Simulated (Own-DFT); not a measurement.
# Which defects push the lattice out? 2H SiC

Everything here is calculated. The program is Own-DFT (plane waves, in-house, since retired, never reviewed by a person); positions were held fixed, and spin and spin-orbit coupling were off.

Settings: PBE; PseudoDojo norm-conserving scalar-relativistic files; cutoff 42 hartree; 4 x 4 x 3 k mesh centred on Gamma; Fermi-Dirac smearing of 0.1 eV.

Caveats (not all hold for every row): not probed for a lower state with spin; forces on such cells passed a denser k mesh, each cell not checked; stress not checked against mesh or cutoff.

All runs share one cell, with vectors in Å (9.248, 0.000, 0.000); (-4.624, 8.009, 0.000); (0.000, 0.000, 10.068) and a volume of 745.7 Å³. Atoms were moved at random from their sites; u is the rms move along one axis. The defect's site can differ from row to row.

| cell | formula | u (Å) | P (GPa) |
|---|---|---|---|
| no defect | C36Si36 | 0.0306 | 3.79 |
| no defect | C36Si36 | 0.0603 | 6.39 |
| no defect | C36Si36 | 0.0646 | 7.13 |
| one Al on a Si site and one N on a C site | AlC35NSi35 | 0.0319 | 4.15 |
| one Al on a Si site and one N on a C site | AlC35NSi35 | 0.0460 | 4.98 |
| one Al on a Si site and one N on a C site | AlC35NSi35 | 0.0517 | 5.38 |
| two N on a C site each | C34N2Si36 | 0.0282 | 2.87 |
| two N on a C site each | C34N2Si36 | 0.0291 | 2.78 |
| two N on a C site each | C34N2Si36 | 0.0447 | ? |
| two N on a C site each | C34N2Si36 | 0.0523 | 4.64 |
| one C on a Si site | C37Si35 | 0.0288 | 1.70 |
| one C on a Si site | C37Si35 | 0.0482 | 3.26 |
| one C on a Si site | C37Si35 | 0.0489 | 3.12 |
| two Al on a Si site each | Al2C36Si34 | 0.0280 | 5.90 |
| two Al on a Si site each | Al2C36Si34 | 0.0324 | 6.08 |
| two Al on a Si site each | Al2C36Si34 | 0.0494 | 7.20 |

## Working it out

P = P0 + c u² + a shift for each defect gives P0 = 3.04 GPa, c = 937 ± 39 GPa/Å² and a scatter of 0.14 GPa. The shifts, and each times the cell's volume:

- two Al on a Si site each: 2.02 ± 0.13 GPa, 9.4 eV (4.7 eV for each of its 2 sites)
- one Al on a Si site and one N on a C site: -0.02 ± 0.12 GPa, -0.1 eV (not resolved)
- two N on a C site each: -0.97 ± 0.13 GPa, -4.5 eV (-2.3 eV for each of its 2 sites)
- one C on a Si site: -2.08 ± 0.12 GPa, -9.7 eV

Positive is outwards. The product with the volume (160.2 GPa Å³ to the eV) is nearly free of the cell's size; divided by the bulk modulus at the cell's pressure it gives the volume that the defect adds. The atoms around the defects weren't relaxed, which would change these numbers.

## Prediction

Q: what pressure belongs in the blank (two N on a C site each, u = 0.0447 Å)?

The fit gives 3.94 ± 0.16 GPa. The run itself gave 3.96 GPa.
